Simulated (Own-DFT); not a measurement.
# Point defects and the pressure they add: L1_0 TiAl

The numbers are computed, not measured, by runs of the plane-wave DFT program Own-DFT (in-house, retired, unreviewed) at fixed positions, with no spin and no spin-orbit coupling.

All runs used: PBE; PseudoDojo norm-conserving scalar-relativistic files; cutoff 42 hartree; 4 x 4 x 4 k mesh centred on Gamma; cold (Marzari-Vanderbilt) smearing of 0.2 eV.

Caveats: forces on such cells failed a check on a denser k mesh; stress not checked against mesh or cutoff.

All runs share one cell, with vectors in Å (5.622, 5.622, 0.000); (-5.622, 5.622, 0.000); (0.000, 0.000, 8.133) and a volume of 514.0 Å³. u is the rms random offset of the atoms per axis. The defect's site can differ from row to row.

| cell | formula | u (Å) | P (GPa) |
|---|---|---|---|
| no defect | Al16Ti16 | 0.0190 | 1.18 |
| no defect | Al16Ti16 | 0.0210 | 1.21 |
| no defect | Al16Ti16 | 0.0510 | 1.80 |
| one Ti vacancy | Al16Ti15 | 0.0270 | 0.46 |
| one Ti vacancy | Al16Ti15 | 0.0272 | 0.60 |
| one Ti vacancy | Al16Ti15 | 0.0328 | 0.59 |
| two Al vacancies | Al14Ti16 | 0.0296 | -0.59 |
| two Al vacancies | Al14Ti16 | 0.0321 | -0.53 |
| two Al vacancies | Al14Ti16 | 0.0461 | -0.01 |
| two Al vacancies | Al14Ti16 | 0.0538 | ? |

## Working it out

P = P0 + c u² + a shift for each defect gives P0 = 1.04 GPa, c = 318 ± 43 GPa/Å² and a scatter of 0.09 GPa. The shifts, and each times the cell's volume:

- one Ti vacancy: -0.76 ± 0.07 GPa, -2.4 eV
- two Al vacancies: -1.84 ± 0.07 GPa, -5.9 eV (-3.0 eV for each of its 2 sites)

A positive shift means that the defect pushes the cell outwards. Shift times volume (160.2 GPa Å³ is 1 eV) depends little on the cell's size, so, taken for each site, it can be compared between cells at like pressure. The atoms around the defects weren't relaxed, which would change these numbers.

## Withheld run

Asked: what pressure belongs in the blank (two Al vacancies, u = 0.0538 Å)?

Estimate: 0.12 ± 0.12 GPa. The calculation gave -0.04 GPa.
